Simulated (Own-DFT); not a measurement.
# Response to strain: beta-Si3N4, 112 atoms (N64Si48)

Calculated results; nothing here was measured. They come from Own-DFT, an in-house plane-wave density functional program, since retired, whose code no person has reviewed. Each row is one single-point run on a periodic cell that was not relaxed, without spin or spin-orbit coupling.

Settings of every run: PBE; PseudoDojo norm-conserving scalar-relativistic files; cutoff 42 hartree; 2 x 2 x 4 k mesh centred on Gamma; Fermi-Dirac smearing of 0.1 eV.

Known limits: forces on such cells moved up to 12 meV/angstrom on a denser k mesh; stress not checked against mesh or cutoff.

Unstrained cell vectors in Å: (15.212, 0.000, 0.000); (-7.606, 13.174, 0.000); (0.000, 0.000, 5.818). The unstrained cell has measured lattice constants (interpolated for alloys), not those of this functional. That, the random moves and any unrelaxed bonds set the pressure at no strain. Each run strains this cell uniformly, with the atoms carried along. Every atom was also moved at random, by a Gaussian of width 0.05 Å on each axis. Strain is the symmetric tensor, in per cent. Stress is positive in tension, and the pressure is minus a third of its trace.

```
run,e_xx (%),e_yy (%),e_zz (%),e_yz (%),e_xz (%),e_xy (%),s_xx (GPa),s_yy (GPa),s_zz (GPa),s_yz (GPa),s_xz (GPa),s_xy (GPa),P (GPa),E (meV/atom)
1,0.24,0.73,0.38,-1.52,-1.88,1.31,-4.93,-2.92,-8.36,-6.56,-5.63,4.20,5.40,29.3
2,-0.36,-1.87,0.63,-0.29,-1.26,-1.12,-14.04,-19.24,-5.48,-1.63,-3.28,-5.13,12.92,54.7
3,1.27,0.88,-1.12,0.40,-0.84,-0.64,-0.75,-0.34,-16.16,1.32,-1.61,-3.22,5.75,11.0
4,0.98,-0.57,-1.10,1.88,-1.87,1.76,-5.50,-12.18,-16.34,6.62,-6.98,7.35,11.34,57.7
5,-0.90,-1.13,1.99,0.85,1.67,0.75,-12.75,-11.07,1.03,1.22,4.97,3.23,7.59,12.0
6,-1.60,0.25,-1.69,-0.77,1.70,0.15,-18.00,-8.21,-24.71,-2.14,6.74,-0.40,16.97,41.4
7,1.61,1.13,0.18,1.28,0.51,0.41,0.78,0.70,-5.58,4.56,2.58,2.80,1.37,11.3
8,0.87,-1.43,0.39,1.76,0.71,0.81,-3.40,-14.84,-8.94,6.98,2.64,4.55,9.06,35.3
9,-1.00,0.49,-1.38,-0.07,0.64,-0.69,-13.88,-6.73,-21.31,1.82,1.63,-4.02,13.97,39.3
10,1.45,0.42,0.85,-0.49,-1.36,-1.91,1.58,-1.32,-4.27,-0.99,-3.68,-7.86,1.33,26.7
11,0.67,0.87,-0.69,1.92,-0.37,-1.97,-4.22,-3.46,-13.48,6.44,-1.75,-8.43,7.05,44.2
12,-0.36,0.83,1.52,1.56,-1.09,-1.51,-6.07,-1.61,-2.50,4.93,-1.82,-5.93,3.40,19.0
13,-1.03,1.74,0.82,-1.30,-1.78,-1.86,-10.41,-1.17,-4.40,-3.63,-5.52,-9.14,5.32,47.8
14,0.13,1.62,1.85,0.71,-0.11,-0.61,-0.73,0.84,3.29,1.74,0.76,-2.28,-1.13,0.0
15,-0.04,0.73,-0.97,-0.25,1.00,-1.32,?,?,?,?,?,?,?,?
```

E is the free energy for each atom above the lowest run shown.

## Worked fit

Each stress component was fitted by least squares to a constant and the strains of the runs shown, as fractions, with shears doubled. Shear strains stay in the fit of a normal stress only where such slopes are resolved. The slopes, in GPa:

| stress | at no strain | per e_xx | per e_yy | per e_zz | scatter |
|---|---|---|---|---|---|
| s_xx | -8.1 | 532 ± 32 | 176 ± 30 | 129 ± 28 | 1.20 |
| s_yy | -7.6 | 119 ± 46 | 533 ± 43 | 67 ± 39 | 1.71 |
| s_zz | -10.6 | 127 ± 37 | 41 ± 34 | 669 ± 31 | 1.37 |

Each shear stress against twice its own strain: yz 170 ± 15, xz 170 ± 13, xy 209 ± 4 GPa. These are stiffnesses along x, y and z of the frame in which the cell vectors are given, which need not be the crystal's axes. The atoms are held to the strained lattice; where symmetry lets them move under strain, relaxing them would lower some slopes. The table should be nearly symmetric about its diagonal, and what it lacks of that shows the noise. A ninth of its sum, 266 ± 8 GPa, estimates the bulk modulus near the mean pressure of these runs, 7.2 GPa, so it lies above the value at zero pressure.

## Withheld run

Question: what normal stresses and pressure should run 15 give?

The fit gives s_xx = -8.3, s_yy = -4.5, s_zz = -16.9 and P = 9.9 GPa. The calculation gave -8.86, -2.75, -14.45 and P = 8.68 GPa.
